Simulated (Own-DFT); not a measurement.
## Calculated data, SiC (2H silicon carbide, atoms displaced)

A calculation, not a measurement: plane-wave PBE density functional theory by an unreviewed code, no spin, of a simulated periodic cell, stress positive in tension, free energy of the whole cell less one offset for each atom, forces on such cells passed a denser k mesh, this cell's mesh not checked; offsets are fitted by least squares, one for each functional and potential file, so energies compare only between cells with the same atoms and settings and are not formation energies; the far tail of each file's local potential was reset to the Coulomb form; each entry is a single point on an unrelaxed cell, so the pressure reflects the starting lattice, mostly measured values (interpolated for alloys), from which strain is counted, and rises with the displacements; printed positions are rounded, which can move forces by about a meV/angstrom; the program, named Own-DFT, is a retired in-house code; no spin-orbit coupling. Program: Own-DFT development build.

Common to all runs: functional PBE; potential files PseudoDojo norm-conserving, scalar-relativistic, standard set; wave cutoff 42 hartree; occupations Fermi-Dirac; smearing width 0.1 eV; hardware one NVIDIA H100; k mesh 4 x 4 x 3 centred on Gamma.

```json
{"entry": 1, "formula": "SiC", "kind": "2H silicon carbide, atoms displaced", "structure": {"cell_angstrom": [[9.2481, 0.0, 0.0], [-4.6241, 8.0091, 0.0], [0.0, 0.0, 10.0681]], "atoms_fractional": [["Si", 0.99873, 0.99785, 0.99643], ["Si", 0.11231, 0.22366, 0.24778], ["C", 0.00052, 0.00059, 0.18516], ["C", 0.10956, 0.22006, 0.43485], ["Si", 0.9999, 0.99685, 0.4936], ["Si", 0.10988, 0.22019, 0.74782], ["C", 0.00434, 0.00192, 0.68756], ["C", 0.111, 0.22391, 0.93699], ["Si", 0.99804, 0.32896, 0.00237], ["Si", 0.1145, 0.55841, 0.24453], ["C", 0.00489, 0.33456, 0.18576], ["C", 0.11313, 0.56076, 0.43608], ["Si", 0.00112, 0.33176, 0.49823], ["Si", 0.11015, 0.55499, 0.75082], ["C", 0.99521, 0.33091, 0.68852], ["C", 0.10623, 0.55602, 0.93631], ["Si", 0.99873, 0.66312, 0.00282], ["Si", 0.10865, 0.88787, 0.24496], ["C", 0.00454, 0.66634, 0.18891], ["C", 0.11417, 0.89578, 0.4387], ["Si", 0.00253, 0.66804, 0.50454], ["Si", 0.1143, 0.89323, 0.75077], ["C", 0.99921, 0.66489, 0.69194], ["C", 0.10878, 0.89263, 0.94122], ["Si", 0.33198, 0.00251, 0.99646], ["Si", 0.44983, 0.2269, 0.25685], ["C", 0.3391, 0.0044, 0.19057], ["C", 0.44476, 0.22155, 0.4393], ["Si", 0.33122, 0.00029, 0.50316], ["Si", 0.44496, 0.22238, 0.7469], ["C", 0.34019, 0.00508, 0.68863], ["C", 0.45076, 0.22487, 0.93722], ["Si", 0.33358, 0.33345, 0.99748], ["Si", 0.44603, 0.55644, 0.24864], ["C", 0.33177, 0.33017, 0.18613], ["C", 0.44301, 0.55102, 0.43011], ["Si", 0.33297, 0.3338, 0.49555], ["Si", 0.44785, 0.55869, 0.75704], ["C", 0.32915, 0.3265, 0.68495], ["C", 0.44107, 0.55446, 0.94323], ["Si", 0.33571, 0.66799, 0.00067], ["Si", 0.44742, 0.89016, 0.24938], ["C", 0.33632, 0.67086, 0.18724], ["C", 0.44414, 0.88282, 0.44193], ["Si", 0.32246, 0.66055, 0.49588], ["Si", 0.44646, 0.89155, 0.74551], ["C", 0.33997, 0.67415, 0.68978], ["C", 0.44473, 0.89246, 0.93472], ["Si", 0.66422, 0.9996, 0.99931], ["Si", 0.77945, 0.2192, 0.24768], ["C", 0.67043, 0.00185, 0.19511], ["C", 0.77637, 0.21943, 0.43857], ["Si", 0.66312, 0.00367, 0.50163], ["Si", 0.77442, 0.2179, 0.74637], ["C", 0.67177, 0.0076, 0.69122], ["C", 0.78212, 0.23013, 0.93687], ["Si", 0.66782, 0.33479, 0.99834], ["Si", 0.77627, 0.55292, 0.24913], ["C", 0.66565, 0.33248, 0.18555], ["C", 0.78259, 0.56021, 0.43714], ["Si", 0.67242, 0.33774, 0.50084], ["Si", 0.77639, 0.55399, 0.75262], ["C", 0.66238, 0.33403, 0.68379], ["C", 0.77754, 0.55749, 0.94212], ["Si", 0.6631, 0.66434, 0.99711], ["Si", 0.77267, 0.8898, 0.24571], ["C", 0.66202, 0.669, 0.18746], ["C", 0.77224, 0.89015, 0.43521], ["Si", 0.67029, 0.67107, 0.5058], ["Si", 0.77604, 0.88543, 0.74755], ["C", 0.66478, 0.66753, 0.69155], ["C", 0.77992, 0.89027, 0.94195]]}, "results": {"free_energy_of_cell_above_offsets [eV]": "-10.699", "pressure [GPa]": 3.72, "stress_xx [GPa]": -3.36, "stress_yy [GPa]": -3.24, "stress_zz [GPa]": -4.56, "stress_yz [GPa]": -0.47, "stress_xz [GPa]": -0.01, "stress_xy [GPa]": 0.19, "force_element": ["Si", "Si", "C", "C", "Si", "Si", "C", "C", "Si", "Si", "C", "C", "Si", "Si", "C", "C", "Si", "Si", "C", "C", "Si", "Si", "C", "C", "Si", "Si", "C", "C", "Si", "Si", "C", "C", "Si", "Si", "C", "C", "Si", "Si", "C", "C", "Si", "Si", "C", "C", "Si", "Si", "C", "C", "Si", "Si", "C", "C", "Si", "Si", "C", "C", "Si", "Si", "C", "C", "Si", "Si", "C", "C", "Si", "Si", "C", "C", "Si", "Si", "C", "C"], "force_x [eV/angstrom]": [-0.306, 0.425, -0.556, 0.066, -1.197, -0.331, -0.778, 0.275, 0.105, 0.241, -0.762, -0.97, -0.363, 0.512, 0.763, 1.284, -0.225, 0.882, -1.193, 0.398, -0.381, 0.177, -0.155, 1.082, 0.528, -0.624, -0.496, 0.478, 0.865, -0.251, -0.84, -1.085, 0.185, -0.492, 0.399, -0.188, 0.084, -1.1, -0.028, 0.449, -1.316, -0.594, 0.185, -1.162, 2.728, 0.25, -0.505, 0.101, 0.25, -0.413, -1.14, -0.003, 0.894, -0.199, -0.017, -0.188, 0.098, -0.104, 0.653, -0.238, -0.679, 0.179, 0.984, -0.043, 0.268, 1.776, 1.336, 0.783, -0.8, 0.38, 0.59, -0.933], "force_y [eV/angstrom]": [1.099, -0.543, -0.203, 0.283, 0.663, 0.478, -0.857, -0.434, 1.072, -0.294, -0.022, -1.533, 0.198, -0.012, 0.486, -0.315, 0.982, 0.778, -0.134, -1.573, 0.525, -0.515, 0.624, -0.995, 0.129, -0.805, -0.356, 0.397, 0.031, 0.42, -0.904, -0.057, -0.758, -0.603, 0.682, 0.803, -0.238, -1.051, 1.573, 0.187, 0.372, 0.207, -0.353, 0.807, 0.827, 0.321, -1.731, -0.564, 0.774, 1.251, -0.058, 1.02, -0.879, 2.127, -2.129, -1.45, -0.026, 0.833, 0.119, -0.19, -0.273, 0.076, 0.197, -0.228, 0.724, -0.461, -0.417, -0.016, -0.638, 1.562, -0.432, -0.578], "force_z [eV/angstrom]": [0.897, 0.01, 0.171, 0.124, 0.919, 0.263, -0.571, -0.229, -1.094, 0.899, 0.624, -0.348, 0.188, -0.053, -0.575, 0.777, -0.462, 0.885, -0.26, -0.532, -0.8, 0.176, -0.322, -0.822, 1.132, -1.468, -0.623, 0.503, -0.884, 0.52, 0.003, -0.651, 0.651, -0.569, 0.164, 2.043, 0.387, -1.332, 0.414, -0.929, -0.35, 0.836, -0.117, -0.587, 1.018, 0.829, -0.569, 0.311, 0.226, 0.647, -2.151, -0.465, -0.045, 1.086, -0.961, 0.02, 0.379, -0.069, 0.58, 0.525, -0.814, -0.039, 1.015, -0.732, 1.191, 0.924, -0.481, 0.736, -1.776, 0.908, -0.058, -1.243], "wall_time [s]": 373.2}}
{"entry": 2, "formula": "SiC", "kind": "2H silicon carbide, atoms displaced", "structure": {"cell_angstrom": [[9.2481, 0.0, 0.0], [-4.6241, 8.0091, 0.0], [0.0, 0.0, 10.0681]], "atoms_fractional": [["Si", 0.99283, 0.99949, 0.00057], ["Si", 0.11682, 0.22784, 0.24904], ["C", 0.99417, 0.99655, 0.19499], ["C", 0.11273, 0.2283, 0.43832], ["Si", 0.99575, 0.99891, 0.50445], ["Si", 0.11216, 0.22396, 0.75137], ["C", 0.00063, 0.99722, 0.68729], ["C", 0.11122, 0.21851, 0.93822], ["Si", 0.00049, 0.33111, 0.00321], ["Si", 0.10843, 0.55152, 0.25242], ["C", 0.99738, 0.32765, 0.18536], ["C", 0.11527, 0.55315, 0.42917], ["Si", 0.99505, 0.3269, 0.49799], ["Si", 0.11405, 0.55506, 0.75461], ["C", 0.99962, 0.32778, 0.68567], ["C", 0.11155, 0.55886, 0.93785], ["Si", 0.99884, 0.66161, 0.00592], ["Si", 0.11256, 0.88654, 0.25379], ["C", 0.99919, 0.66404, 0.18458], ["C", 0.10351, 0.88881, 0.43973], ["Si", 0.00659, 0.67052, 0.50154], ["Si", 0.11435, 0.89337, 0.75207], ["C", 0.00449, 0.66599, 0.69276], ["C", 0.11372, 0.88732, 0.93804], ["Si", 0.33213, 0.99925, 0.00053], ["Si", 0.4405, 0.22502, 0.24565], ["C", 0.33728, 0.00303, 0.19073], ["C", 0.44616, 0.21305, 0.43839], ["Si", 0.33871, 0.00773, 0.50339], ["Si", 0.44825, 0.23124, 0.74538], ["C", 0.33414, 0.00181, 0.68181], ["C", 0.44041, 0.21695, 0.93722], ["Si", 0.33196, 0.3274, 0.99874], ["Si", 0.44101, 0.55818, 0.25208], ["C", 0.33331, 0.32986, 0.19064], ["C", 0.43984, 0.55252, 0.43779], ["Si", 0.3389, 0.33526, 0.5031], ["Si", 0.44712, 0.55599, 0.75558], ["C", 0.33316, 0.33482, 0.69188], ["C", 0.45042, 0.55879, 0.9371], ["Si", 0.33509, 0.66132, 0.99591], ["Si", 0.44785, 0.88787, 0.25437], ["C", 0.33166, 0.67167, 0.19354], ["C", 0.4419, 0.88834, 0.43613], ["Si", 0.32899, 0.66755, 0.50351], ["Si", 0.44573, 0.89894, 0.75297], ["C", 0.33443, 0.66675, 0.69001], ["C", 0.44252, 0.88975, 0.93733], ["Si", 0.66339, 0.9985, 0.99907], ["Si", 0.77482, 0.21984, 0.25466], ["C", 0.65828, 0.00187, 0.1898], ["C", 0.77271, 0.21745, 0.4349], ["Si", 0.66692, 0.00125, 0.49542], ["Si", 0.78028, 0.22527, 0.74495], ["C", 0.6668, 0.00154, 0.68769], ["C", 0.77623, 0.22213, 0.94196], ["Si", 0.66675, 0.32975, 0.99598], ["Si", 0.77298, 0.5512, 0.24809], ["C", 0.66306, 0.33769, 0.18242], ["C", 0.77169, 0.55029, 0.43913], ["Si", 0.67169, 0.33619, 0.50392], ["Si", 0.77734, 0.55667, 0.75183], ["C", 0.67255, 0.33378, 0.68866], ["C", 0.77725, 0.55429, 0.93935], ["Si", 0.66353, 0.66865, 0.99984], ["Si", 0.78238, 0.89092, 0.2411], ["C", 0.66453, 0.6667, 0.1897], ["C", 0.78189, 0.8863, 0.44012], ["Si", 0.66007, 0.66608, 0.50108], ["Si", 0.78024, 0.88774, 0.75033], ["C", 0.67009, 0.66929, 0.69199], ["C", 0.78165, 0.88945, 0.93662]]}, "results": {"free_energy_of_cell_above_offsets [eV]": "-9.849", "pressure [GPa]": 4.05, "stress_xx [GPa]": -3.02, "stress_yy [GPa]": -2.67, "stress_zz [GPa]": -6.45, "stress_yz [GPa]": 0.47, "stress_xz [GPa]": -0.12, "stress_xy [GPa]": -0.37, "force_element": ["Si", "Si", "C", "C", "Si", "Si", "C", "C", "Si", "Si", "C", "C", "Si", "Si", "C", "C", "Si", "Si", "C", "C", "Si", "Si", "C", "C", "Si", "Si", "C", "C", "Si", "Si", "C", "C", "Si", "Si", "C", "C", "Si", "Si", "C", "C", "Si", "Si", "C", "C", "Si", "Si", "C", "C", "Si", "Si", "C", "C", "Si", "Si", "C", "C", "Si", "Si", "C", "C", "Si", "Si", "C", "C", "Si", "Si", "C", "C", "Si", "Si", "C", "C"], "force_x [eV/angstrom]": [2.334, -0.836, 2.014, 0.869, 0.619, 0.007, -0.206, -0.571, -0.441, -0.091, -0.094, -1.435, 0.308, -0.336, -0.235, 0.892, -0.451, -0.399, -0.168, 1.637, -0.812, 0.379, -0.449, -1.12, -0.028, 2.041, -0.531, -0.825, -0.603, 0.579, -0.244, 0.512, 0.152, 0.454, -1.119, 0.13, -0.608, -0.322, 0.133, -0.793, -1.216, -1.697, 0.616, 0.245, 0.884, 0.683, 0.001, 0.44, 0.013, -0.632, 2.233, 0.455, 0.242, 0.553, 0.238, 1.003, -0.962, 0.209, 0.776, 0.614, -0.63, 1.103, -1.167, -0.303, 1.743, -2.13, -0.261, -1.711, 1.075, -0.663, -0.551, -1.549], "force_y [eV/angstrom]": [-0.295, -1.484, 1.436, -1.118, 0.665, -1.007, 0.803, 0.667, 0.345, 0.319, 0.619, -0.104, 1.137, -0.176, 1.124, -1.362, 0.967, 0.218, -0.039, 0.366, -1.005, -0.901, 0.213, 0.033, -0.338, -0.883, -0.63, 2.954, -2.508, -1.718, 0.831, 0.776, 0.676, -0.183, 1.516, 0.626, -0.711, 0.604, 0.533, -1.396, 1.28, 0.359, -1.273, -0.018, -0.219, -1.238, 0.418, -0.432, 0.348, 0.655, -0.273, 1.005, -1.386, -1.012, -0.05, -0.3, 0.622, 0.794, -1.129, 1.035, -0.766, 0.281, 0.677, 0.097, -0.285, -0.734, 0.051, 0.269, -0.072, 0.756, -0.794, -0.24], "force_z [eV/angstrom]": [0.729, 0.769, -1.868, 0.17, -1.157, -0.326, 0.916, 0.11, -1.048, -1.921, 1.119, 2.942, -0.093, -1.022, 0.318, 0.755, -1.849, -0.552, 1.981, 0.227, -0.127, -0.273, -0.685, 0.617, 0.621, 1.253, -0.382, -0.307, -1.513, 0.925, 2.008, -0.659, 0.44, -0.243, -1.194, 0.663, -0.627, -1.505, -0.487, 0.717, 1.276, -0.576, -1.63, 1.277, -0.582, -0.94, 0.405, 0.296, 0.251, -2.007, -0.7, 1.123, 0.838, 1.57, -0.15, -1.367, 0.601, 0.438, 0.836, -0.07, -1.074, 0.033, -0.009, -0.086, 0.577, 2.44, -0.601, -0.867, -0.115, -0.337, -0.61, 0.315], "wall_time [s]": 357.8}}
{"entry": 3, "formula": "SiC", "kind": "2H silicon carbide, atoms displaced", "structure": {"cell_angstrom": [[9.2481, 0.0, 0.0], [-4.6241, 8.0091, 0.0], [0.0, 0.0, 10.0681]], "atoms_fractional": [["Si", 0.00499, 0.0072, 0.00156], ["Si", 0.1122, 0.21975, 0.25506], ["C", 0.99963, 0.00496, 0.18673], ["C", 0.11364, 0.22077, 0.44023], ["Si", 0.00086, 0.00596, 0.50365], ["Si", 0.10719, 0.22077, 0.75264], ["C", 0.99919, 0.00064, 0.69086], ["C", 0.10984, 0.22991, 0.94126], ["Si", 0.00418, 0.33851, 0.99808], ["Si", 0.12119, 0.56057, 0.25219], ["C", 0.99902, 0.337, 0.18631], ["C", 0.11669, 0.55898, 0.43758], ["Si", 0.99368, 0.32814, 0.5032], ["Si", 0.10722, 0.5452, 0.75363], ["C", 0.00405, 0.33688, 0.68118], ["C", 0.1081, 0.55251, 0.93562], ["Si", 0.00126, 0.66474, 0.99642], ["Si", 0.12273, 0.89179, 0.25395], ["C", 0.99939, 0.66727, 0.18941], ["C", 0.10928, 0.8912, 0.43314], ["Si", 0.99777, 0.66579, 0.49926], ["Si", 0.10765, 0.88916, 0.74813], ["C", 0.99833, 0.66006, 0.68498], ["C", 0.10855, 0.89174, 0.93553], ["Si", 0.33444, 0.00177, 0.00383], ["Si", 0.44979, 0.22628, 0.25141], ["C", 0.32885, 0.99665, 0.19116], ["C", 0.44022, 0.22378, 0.43313], ["Si", 0.32836, 0.99941, 0.50235], ["Si", 0.4503, 0.23009, 0.74853], ["C", 0.33286, 0.99769, 0.68732], ["C", 0.43496, 0.21738, 0.93333], ["Si", 0.33223, 0.33702, 0.00065], ["Si", 0.44376, 0.55695, 0.25341], ["C", 0.33623, 0.33644, 0.18514], ["C", 0.4394, 0.55363, 0.43727], ["Si", 0.34135, 0.33985, 0.50025], ["Si", 0.43882, 0.55332, 0.74745], ["C", 0.33759, 0.33521, 0.68692], ["C", 0.44185, 0.55328, 0.94297], ["Si", 0.33794, 0.66335, 0.00275], ["Si", 0.44483, 0.88743, 0.25414], ["C", 0.32948, 0.66885, 0.18489], ["C", 0.44233, 0.88688, 0.4368], ["Si", 0.33109, 0.66767, 0.49765], ["Si", 0.44524, 0.8903, 0.74515], ["C", 0.33189, 0.67145, 0.68711], ["C", 0.45229, 0.89564, 0.94009], ["Si", 0.66411, 0.00496, 0.99781], ["Si", 0.78466, 0.22603, 0.24971], ["C", 0.66937, 0.99926, 0.18894], ["C", 0.77905, 0.22041, 0.43472], ["Si", 0.66527, 0.99971, 0.50654], ["Si", 0.77341, 0.22017, 0.74982], ["C", 0.6672, 0.9992, 0.68521], ["C", 0.77467, 0.22784, 0.93764], ["Si", 0.66793, 0.33579, 0.99874], ["Si", 0.774, 0.55833, 0.25305], ["C", 0.66584, 0.33061, 0.19067], ["C", 0.78014, 0.55953, 0.43241], ["Si", 0.66091, 0.32834, 0.49877], ["Si", 0.78336, 0.55436, 0.75072], ["C", 0.67193, 0.33205, 0.68568], ["C", 0.7736, 0.55925, 0.93649], ["Si", 0.6664, 0.66486, 0.99992], ["Si", 0.77743, 0.88563, 0.24956], ["C", 0.66806, 0.66659, 0.18693], ["C", 0.7779, 0.88754, 0.4389], ["Si", 0.66532, 0.66991, 0.50199], ["Si", 0.77686, 0.89089, 0.74461], ["C", 0.67003, 0.67049, 0.6919], ["C", 0.78091, 0.89197, 0.94292]]}, "results": {"free_energy_of_cell_above_offsets [eV]": "-9.887", "pressure [GPa]": 4.05, "stress_xx [GPa]": -2.58, "stress_yy [GPa]": -2.51, "stress_zz [GPa]": -7.06, "stress_yz [GPa]": 0.04, "stress_xz [GPa]": 0.42, "stress_xy [GPa]": 0.12, "force_element": ["Si", "Si", "C", "C", "Si", "Si", "C", "C", "Si", "Si", "C", "C", "Si", "Si", "C", "C", "Si", "Si", "C", "C", "Si", "Si", "C", "C", "Si", "Si", "C", "C", "Si", "Si", "C", "C", "Si", "Si", "C", "C", "Si", "Si", "C", "C", "Si", "Si", "C", "C", "Si", "Si", "C", "C", "Si", "Si", "C", "C", "Si", "Si", "C", "C", "Si", "Si", "C", "C", "Si", "Si", "C", "C", "Si", "Si", "C", "C", "Si", "Si", "C", "C"], "force_x [eV/angstrom]": [-0.664, -0.522, 1.177, -0.459, 0.429, 0.756, -0.082, 0.894, -1.444, -2.482, 1.457, -1.082, 1.128, -0.097, -0.499, 0.812, -1.022, -3.235, 0.48, 0.123, 0.519, 0.941, 0.173, 0.931, -0.35, -0.882, 1.974, 0.908, 0.331, -0.062, -0.542, 0.875, 0.443, 0.152, -0.137, 0.627, -1.264, 0.668, -0.784, 0.592, -1.438, 0.219, 1.801, -0.009, 0.271, -0.234, 0.443, -1.512, 1.917, -0.693, -0.751, -0.775, 0.221, 1.14, -0.415, 1.277, -1.401, 1.464, 0.258, -0.798, 0.786, -1.243, -1.204, 1.579, -0.645, 0.133, -0.88, -0.443, 0.642, 0.508, -0.308, -0.69], "force_y [eV/angstrom]": [-0.772, 0.696, -0.755, 0.978, -1.159, 0.599, 0.287, -0.716, -0.707, -1.048, 0.231, -0.997, 1.188, 2.17, -1.668, 0.883, 0.916, -0.985, 0.058, -0.19, 0.252, -0.568, 0.863, -0.357, -0.659, -0.738, 1.533, -0.367, -0.054, -1.546, 1.041, 1.267, -0.896, -0.028, -0.328, 1.105, -1.162, 1.168, -0.239, 0.421, 1.349, 0.818, 0.148, 0.675, -0.04, -0.119, -1.179, -1.524, -0.176, -0.894, 0.281, -0.085, -0.158, 0.264, 0.469, -0.323, -0.001, -0.446, 0.778, -0.903, 1.022, 0.337, 0.348, -0.931, 1.245, 0.891, -0.209, 0.613, -0.564, -0.386, -1.173, 0.158], "force_z [eV/angstrom]": [0.039, -1.193, 0.802, 0.385, -0.859, -0.331, -0.618, -1.065, 1.154, -0.448, 0.422, 0.261, -2.079, -1.362, 2.208, 0.422, 1.103, -1.421, -0.298, 2.333, -0.699, 0.419, 0.698, 0.363, -0.85, -1.149, -0.486, 1.509, -0.887, 0.091, -0.009, 1.028, -0.071, -1.333, 1.131, 0.452, -0.047, 0.809, 0.078, -1.498, -0.94, -1.286, 0.919, 1.033, 0.833, 1.496, 0.119, -0.946, 1.132, -0.365, -0.044, 1.113, -2.782, 0.096, 1.109, -0.472, 0.561, -1.467, -0.651, 2.171, -0.818, -0.387, -0.023, 0.046, 0.066, -0.149, 0.333, 0.296, -0.153, 2.242, -0.74, -1.342], "wall_time [s]": 371.8}}
```
